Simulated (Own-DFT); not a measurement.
# How strain changes the stress of wurtzite AlN, 128 atoms (Al64N64)

Calculated results; nothing here was measured. They come from Own-DFT, an in-house plane-wave density functional program, since retired, whose code no person has reviewed. Each row is one single-point run on a periodic cell that was not relaxed, without spin or spin-orbit coupling.

Settings of every run: PBE; PseudoDojo norm-conserving scalar-relativistic files; cutoff 42 hartree; 3 x 3 x 3 k mesh centred on Gamma; Gaussian smearing of 0.01 eV.

Known limits: k mesh not checked against a denser one; stress not checked against mesh or cutoff.

Unstrained cell vectors in Å: (12.448, 0.000, 0.000); (-6.224, 10.780, 0.000); (0.000, 0.000, 9.964). The unstrained cell has measured lattice constants (interpolated for alloys), not those of this functional. That, the random moves and any unrelaxed bonds set the pressure at no strain. Each run strains this cell uniformly, with the atoms carried along. Every atom was also moved at random, by a Gaussian of width 0.05 Å on each axis. Strain is the symmetric tensor, in per cent. Stress is positive in tension, and the pressure is minus a third of its trace.

| run | e_xx (%) | e_yy (%) | e_zz (%) | e_yz (%) | e_xz (%) | e_xy (%) | s_xx (GPa) | s_yy (GPa) | s_zz (GPa) | s_yz (GPa) | s_xz (GPa) | s_xy (GPa) | P (GPa) | E (meV/atom) |
|---|---|---|---|---|---|---|---|---|---|---|---|---|---|---|
| 1 | -1.55 | -0.33 | 1.16 | 0.29 | 1.57 | -1.85 | -13.72 | -8.83 | -1.09 | 0.50 | 4.33 | -7.44 | 7.88 | 29.5 |
| 2 | 0.45 | -0.19 | 0.35 | -0.38 | 0.16 | 0.32 | -4.07 | -4.44 | -4.20 | -1.01 | -0.25 | 1.13 | 4.24 | 13.2 |
| 3 | 1.32 | 0.71 | 1.40 | -1.46 | -1.90 | -1.19 | 1.15 | 0.98 | 1.81 | -2.66 | -4.80 | -4.09 | -1.31 | 7.6 |
| 4 | 0.32 | 0.27 | 1.76 | 1.65 | 1.39 | 1.86 | -3.28 | -4.67 | 2.82 | 4.24 | 3.73 | 6.97 | 1.71 | 26.6 |
| 5 | 1.79 | -0.19 | -0.79 | -0.22 | 0.15 | -1.59 | 1.52 | -4.73 | -8.54 | -0.92 | 0.76 | -4.96 | 3.92 | 16.4 |
| 6 | 0.83 | 1.07 | 0.12 | -1.93 | -0.07 | -1.97 | -1.21 | 0.60 | -4.68 | -5.00 | 0.14 | -5.31 | 1.77 | 19.2 |
| 7 | -0.27 | -0.18 | 1.43 | -0.96 | 1.25 | 0.24 | -5.73 | -7.28 | 1.37 | -2.23 | 3.24 | -0.42 | 3.88 | 12.0 |
| 8 | -0.32 | 1.54 | -0.08 | 0.99 | 0.39 | 0.06 | -6.42 | 1.37 | -4.17 | 2.77 | 0.40 | 0.67 | 3.08 | 9.9 |
| 9 | 1.73 | -0.07 | -1.69 | -1.58 | 0.24 | -1.94 | 0.66 | -5.51 | -11.85 | -4.66 | 0.66 | -6.18 | 5.57 | 24.8 |
| 10 | 0.93 | -0.65 | 1.95 | 0.95 | 1.38 | 1.05 | -0.80 | -5.47 | 1.79 | 2.64 | 2.94 | 3.62 | 1.49 | 12.3 |
| 11 | -1.27 | -0.30 | -1.86 | 1.81 | 1.25 | -0.87 | -11.58 | -12.36 | -16.30 | 5.09 | 2.95 | -2.55 | 13.41 | 44.4 |
| 12 | -0.77 | -0.51 | -0.41 | -0.83 | 1.44 | -0.41 | -10.98 | -9.51 | -7.80 | -2.40 | 3.56 | -2.51 | 9.43 | 26.7 |
| 13 | 1.07 | 0.81 | -0.27 | -0.08 | -0.22 | -1.27 | -1.23 | -0.44 | -4.02 | -0.47 | -1.15 | -4.74 | 1.90 | 0.0 |
| 14 | -1.75 | -1.96 | -1.41 | 1.13 | 1.94 | 1.88 | -18.96 | -20.00 | -15.73 | 2.92 | 4.62 | 7.48 | 18.23 | 71.9 |
| 15 | 1.60 | 0.25 | 1.47 | -1.29 | -1.55 | -0.16 | 3.73 | -2.44 | 1.85 | -3.08 | -3.70 | -0.42 | -1.04 | 8.7 |
| 16 | 1.68 | 0.43 | -0.07 | 1.57 | 1.36 | -0.59 | ? | ? | ? | ? | ? | ? | ? | ? |

E is the free energy for each atom above the lowest run shown.

## Worked fit

Each stress component was fitted by least squares to a constant and the strains of the runs shown, as fractions, with shears doubled. Shear strains stay in the fit of a normal stress only where such slopes are resolved. The slopes, in GPa:

| stress | at no strain | per e_xx | per e_yy | per e_zz | scatter |
|---|---|---|---|---|---|
| s_xx | -6.2 | 475 ± 25 | 113 ± 36 | 68 ± 21 | 1.00 |
| s_yy | -6.2 | 160 ± 26 | 496 ± 38 | 80 ± 22 | 1.03 |
| s_zz | -5.7 | 50 ± 22 | 131 ± 32 | 451 ± 19 | 0.87 |

Each shear stress against twice its own strain: yz 133 ± 6, xz 130 ± 9, xy 185 ± 12 GPa. These are stiffnesses along x, y and z of the frame in which the cell vectors are given, which need not be the crystal's axes. The atoms are held to the strained lattice; where symmetry lets them move under strain, relaxing them would lower some slopes. The table should be nearly symmetric about its diagonal, and what it lacks of that shows the noise. A ninth of its sum, 225 ± 6 GPa, estimates the bulk modulus near the mean pressure of these runs, 4.9 GPa, so it lies above the value at zero pressure.

## Withheld run

Question: what normal stresses and pressure should run 16 give?

The fit gives s_xx = 2.2, s_yy = -1.5, s_zz = -4.6 and P = 1.3 GPa. The calculation gave 0.19, -1.55, -3.73 and P = 1.70 GPa.
